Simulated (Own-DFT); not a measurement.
## Calculated data, Si4SnGe11 (diamond-structure random alloy, atoms displaced)

A calculation, not a measurement: plane-wave density functional theory by an unreviewed code, no spin, of a simulated periodic cell, stress positive in tension, run twice, with PBE and with PBEsol, both on files made for PBE, so the change isn't that of files made for PBEsol, forces on such cells moved up to 12 meV/angstrom on a denser k mesh; the far tail of each file's local potential was reset to the Coulomb form; each entry is a single point on an unrelaxed cell, so the pressure reflects the starting lattice, mostly measured values (interpolated for alloys), from which strain is counted, and rises with the displacements; printed positions are rounded, which can move forces by about a meV/angstrom; the program, named Own-DFT, is a retired in-house code; no spin-orbit coupling; stress was not checked against mesh or cutoff. Program: Own-DFT development build.

Entry: Si4SnGe11 (diamond-structure random alloy, atoms displaced)

```
cell vectors (Å)
  11.3064     0.0000     0.0000
   0.0000    11.3064     0.0000
   0.0000     0.0000    11.3064
atoms (fractions of the cell vectors)
Si  0.99077  0.99285  0.00011
Sn  0.00205  0.24551  0.25551
Si  0.25236  0.00953  0.24091
Ge  0.25921  0.25494  0.01320
Si  0.12335  0.11616  0.13113
Ge  0.13424  0.37298  0.37828
Ge  0.36309  0.12648  0.37142
Si  0.37465  0.37931  0.11342
Ge  0.99029  0.99497  0.49532
Si  0.00634  0.24201  0.75112
Ge  0.25417  0.00486  0.74609
Ge  0.24919  0.24799  0.49600
Ge  0.13304  0.12681  0.63501
Ge  0.12787  0.37796  0.86511
Ge  0.38086  0.12353  0.87968
Ge  0.37226  0.38874  0.63525
Ge  0.98778  0.50870  0.99148
Si  0.99921  0.75355  0.24111
Ge  0.25024  0.49783  0.24105
Ge  0.25700  0.74521  0.00838
Sn  0.13671  0.62152  0.11310
Ge  0.12996  0.87383  0.37469
Ge  0.37102  0.62407  0.37404
Ge  0.38069  0.88175  0.12427
Ge  0.99994  0.49370  0.49513
Si  0.00849  0.74302  0.74405
Ge  0.25113  0.50521  0.75151
Ge  0.26089  0.76073  0.51196
Si  0.12585  0.62091  0.61636
Ge  0.12457  0.88472  0.87846
Si  0.37496  0.63073  0.87962
Ge  0.36697  0.85766  0.62661
Sn  0.49524  0.00586  0.99562
Si  0.49772  0.25727  0.24879
Si  0.74726  0.99184  0.26254
Ge  0.75690  0.25025  0.00322
Si  0.63407  0.12338  0.13059
Ge  0.62573  0.36555  0.37438
Sn  0.87073  0.12357  0.37670
Ge  0.87717  0.37722  0.12864
Ge  0.49107  0.99649  0.49673
Ge  0.50746  0.24538  0.76091
Ge  0.73961  0.00548  0.75397
Ge  0.75167  0.25052  0.50159
Ge  0.62435  0.12798  0.62803
Ge  0.63366  0.37128  0.87521
Ge  0.87937  0.12499  0.88842
Si  0.87139  0.37089  0.62458
Ge  0.50968  0.50147  0.99815
Si  0.49332  0.74809  0.25285
Ge  0.76269  0.50068  0.25070
Ge  0.73480  0.72923  0.00348
Ge  0.62361  0.61590  0.12282
Ge  0.61824  0.87301  0.37411
Ge  0.88141  0.61440  0.38331
Ge  0.88208  0.86933  0.11868
Ge  0.49438  0.49589  0.50344
Ge  0.50964  0.75634  0.75018
Si  0.75189  0.49495  0.74114
Ge  0.75980  0.73957  0.50641
Ge  0.62227  0.62192  0.61919
Ge  0.64128  0.88238  0.87179
Ge  0.87022  0.62908  0.87853
Si  0.89025  0.87916  0.63206
```

Here we set functional PBE, then PBEsol, potential files PseudoDojo norm-conserving, scalar-relativistic, standard set, wave cutoff 49 hartree, occupations Fermi-Dirac, smearing width 0.1 eV and k mesh 3 x 3 x 3 centred on Gamma.

Results for Si4SnGe11 (diamond-structure random alloy, atoms displaced): PBE pressure 5.11 GPa; PBE stress xx -5.12 GPa; PBE stress yy -5.14 GPa; PBE stress zz -5.08 GPa; PBE stress yz 0.93 GPa; PBE stress xz -0.18 GPa; PBE stress xy -0.17 GPa; PBEsol pressure 2.43 GPa; PBEsol stress xx -2.44 GPa; PBEsol stress yy -2.46 GPa; PBEsol stress zz -2.39 GPa; PBEsol stress yz 0.89 GPa; PBEsol stress xz -0.19 GPa; PBEsol stress xy -0.16 GPa; rms change of force components from PBE to PBEsol 0.061 eV/Å.

Force:
```
force element  PBE force x (eV/Å)  PBE force y (eV/Å)  PBE force z (eV/Å)  PBEsol force x (eV/Å)  PBEsol force y (eV/Å)  PBEsol force z (eV/Å)
           Si               1.625                0.86               0.362                  1.555                  0.811                  0.323
           Sn               1.798               1.678              -1.776                  1.709                  1.683                 -1.684
           Si              -0.355              -1.539               0.733                 -0.277                 -1.556                  0.776
           Ge              -2.054              -1.446              -1.638                 -1.998                 -1.426                 -1.654
           Si                0.32               -0.23              -2.104                  0.279                 -0.148                 -2.084
           Ge               0.108               1.071                -0.2                  0.095                  1.029                 -0.191
           Ge               1.594               0.152              -0.616                  1.544                  0.164                 -0.525
           Si               1.872               0.616               1.906                  1.804                   0.64                  1.833
           Ge               2.724              -0.816               1.737                  2.671                 -0.763                  1.636
           Si              -0.939               0.883               0.172                 -0.885                  0.832                  0.195
           Ge                0.55               -0.93               1.016                  0.517                 -0.896                  0.983
           Ge               0.468               0.561                1.89                  0.437                  0.538                  1.811
           Ge              -1.355              -0.085              -1.876                 -1.254                 -0.115                 -1.838
           Ge              -0.721              -0.595               1.286                 -0.661                 -0.531                  1.259
           Ge              -3.002               2.703              -2.334                 -2.893                  2.626                 -2.279
           Ge               0.704              -2.433              -0.548                  0.684                 -2.333                 -0.538
           Ge               0.948              -2.115               0.081                  0.915                 -2.038                  0.082
           Si               0.627              -0.801               1.652                  0.606                 -0.782                  1.614
           Ge               1.442              -1.478               1.731                  1.368                 -1.402                  1.708
           Ge               1.998               3.494              -2.717                  1.915                  3.414                 -2.597
           Sn              -3.743              -0.539               1.491                 -3.602                 -0.548                  1.426
           Ge              -0.146               0.396              -0.695                 -0.144                  0.396                 -0.616
           Ge               0.165               0.087               0.205                  0.139                  0.053                  0.231
           Ge              -1.258              -1.705               1.839                 -1.224                 -1.659                  1.721
           Ge               0.894              -0.812               1.481                  0.859                 -0.779                  1.357
           Si              -0.249               0.695               0.608                 -0.241                  0.674                  0.674
           Ge              -0.502               1.438               0.322                 -0.484                  1.311                  0.303
           Ge              -3.995              -3.788              -3.923                 -3.843                 -3.641                 -3.816
           Si               0.126               0.422               0.479                  0.167                  0.368                  0.425
           Ge                0.24              -1.307              -0.469                  0.286                 -1.268                 -0.472
           Si               1.042              -0.103              -0.657                  1.023                 -0.098                 -0.641
           Ge               3.538               3.966               3.109                  3.437                   3.85                      3
           Sn               3.709              -1.344               1.547                   3.56                 -1.338                  1.465
           Si              -0.145              -0.928              -0.813                 -0.145                 -0.908                 -0.734
           Si               -0.66              -0.606              -2.589                 -0.621                 -0.633                   -2.5
           Ge              -0.631                0.05               0.899                 -0.577                  0.076                  0.831
           Si              -0.172               0.602               0.956                 -0.162                    0.6                  0.877
           Ge              -0.283               1.208              -0.094                 -0.231                  1.189                 -0.044
           Sn              -1.777              -1.287               0.762                 -1.678                 -1.206                  0.797
           Ge               0.066                 0.4              -1.373                  0.046                  0.397                  -1.33
           Ge              -0.086                0.23               0.607                 -0.083                  0.212                   0.58
           Ge              -0.934               0.943              -0.806                 -0.891                  0.901                 -0.766
           Ge               3.223               0.612               -1.29                   3.08                  0.609                 -1.213
           Ge              -1.131               0.815               1.342                  -1.14                  0.761                   1.26
           Ge              -0.671              -0.247               -0.94                 -0.643                 -0.235                 -0.881
           Ge               0.376               0.529              -0.205                  0.332                  0.471                 -0.163
           Ge               0.002               0.026              -1.609                 -0.073                  0.048                 -1.556
           Si               1.061              -0.152               0.544                  1.053                 -0.172                   0.45
           Ge              -1.606              -0.749              -1.097                 -1.488                 -0.719                  -1.05
           Si               0.567               0.017              -0.571                  0.549                   0.02                 -0.559
           Ge              -1.532              -0.242               0.457                 -1.466                 -0.247                  0.436
           Ge               1.698               2.844              -1.023                  1.664                  2.738                 -1.004
           Ge              -0.867               0.135               2.914                 -0.804                  0.108                  2.758
           Ge               0.523              -1.042               0.417                  0.489                 -0.999                  0.461
           Ge               -0.09               1.993              -1.677                 -0.115                  1.888                   -1.6
           Ge              -2.207              -0.224               0.884                 -2.172                 -0.241                  0.848
           Ge               0.621               0.156               -1.07                  0.597                  0.165                 -1.015
           Ge              -0.377              -0.824               0.579                 -0.354                 -0.778                  0.518
           Si              -0.035               0.481               0.626                 -0.089                  0.521                  0.657
           Ge              -0.152               1.593               0.053                 -0.178                  1.487                  0.033
           Ge               0.318              -0.289               0.711                  0.283                 -0.246                  0.658
           Ge              -1.472              -2.223               1.355                 -1.449                 -2.146                  1.288
           Ge              -0.373               0.113              -2.457                 -0.366                  0.091                 -2.294
           Si              -1.431              -0.893               0.417                 -1.432                 -0.823                  0.369
```
